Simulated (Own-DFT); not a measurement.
# Point defects and the pressure they add: zincblende GaAs

Everything here is calculated. The program is Own-DFT (plane waves, in-house, since retired, never reviewed by a person); positions were held fixed, and spin and spin-orbit coupling were off.

Common settings: PBE; PseudoDojo norm-conserving scalar-relativistic files; cutoff 42 hartree; 3 x 3 x 3 k mesh centred on Gamma; Fermi-Dirac smearing of 0.1 eV.

Keep in mind (not all hold for every row): not probed for a lower state with spin; forces not confirmed at this smearing and k mesh; stress not checked against mesh or cutoff.

All runs share one cell, with vectors in Å (10.862, 0.000, 0.000); (0.000, 10.862, 0.000); (0.000, 0.000, 11.796) and a volume of 1391.7 Å³, strained against the parent crystal. Atoms were moved at random from their sites; u is the rms move along one axis. The defect's site can differ from row to row.

| cell | formula | u (Å) | P (GPa) |
|---|---|---|---|
| no defect | As32Ga32 | 0.0280 | 6.67 |
| no defect | As32Ga32 | 0.0300 | 6.64 |
| no defect | As32Ga32 | 0.0504 | 7.10 |
| one As vacancy and one Ga vacancy | As31Ga31 | 0.0247 | 5.87 |
| one As vacancy and one Ga vacancy | As31Ga31 | 0.0481 | 6.21 |
| one As vacancy and one Ga vacancy | As31Ga31 | 0.0504 | 6.45 |
| one Al on a Ga site | AlAs32Ga31 | 0.0300 | 6.63 |
| one Al on a Ga site | AlAs32Ga31 | 0.0310 | 6.68 |
| one Al on a Ga site | AlAs32Ga31 | 0.0499 | 6.98 |
| one P on an As site | As31Ga32P | 0.0300 | 6.44 |
| one P on an As site | As31Ga32P | 0.0318 | 6.37 |
| one P on an As site | As31Ga32P | 0.0487 | 6.76 |
| one In on a Ga site | As32Ga31In | 0.0249 | 7.36 |
| one In on a Ga site | As32Ga31In | 0.0262 | 7.40 |
| one In on a Ga site | As32Ga31In | 0.0292 | ? |
| one In on a Ga site | As32Ga31In | 0.0307 | 7.48 |

## Analysis

P = P0 + c u² + a shift for each defect gives P0 = 6.45 GPa, c = 247 ± 20 GPa/Å² and a scatter of 0.05 GPa. The shifts, and each times the cell's volume:

- one In on a Ga site: 0.77 ± 0.05 GPa, 6.7 eV
- one Al on a Ga site: -0.05 ± 0.04 GPa, -0.5 eV (not resolved)
- one P on an As site: -0.28 ± 0.04 GPa, -2.5 eV
- one As vacancy and one Ga vacancy: -0.73 ± 0.04 GPa, -6.3 eV

Against the defect-free cell, a freed cell would be larger where the shift is positive and smaller where it is negative (160.2 GPa Å³ is 1 eV). The atoms around the defects weren't relaxed, which would change these numbers.

## The run left out

Asked: what pressure belongs in the blank (one In on a Ga site, u = 0.0292 Å)?

The fit gives 7.44 ± 0.06 GPa. The hidden result is 7.41 GPa.
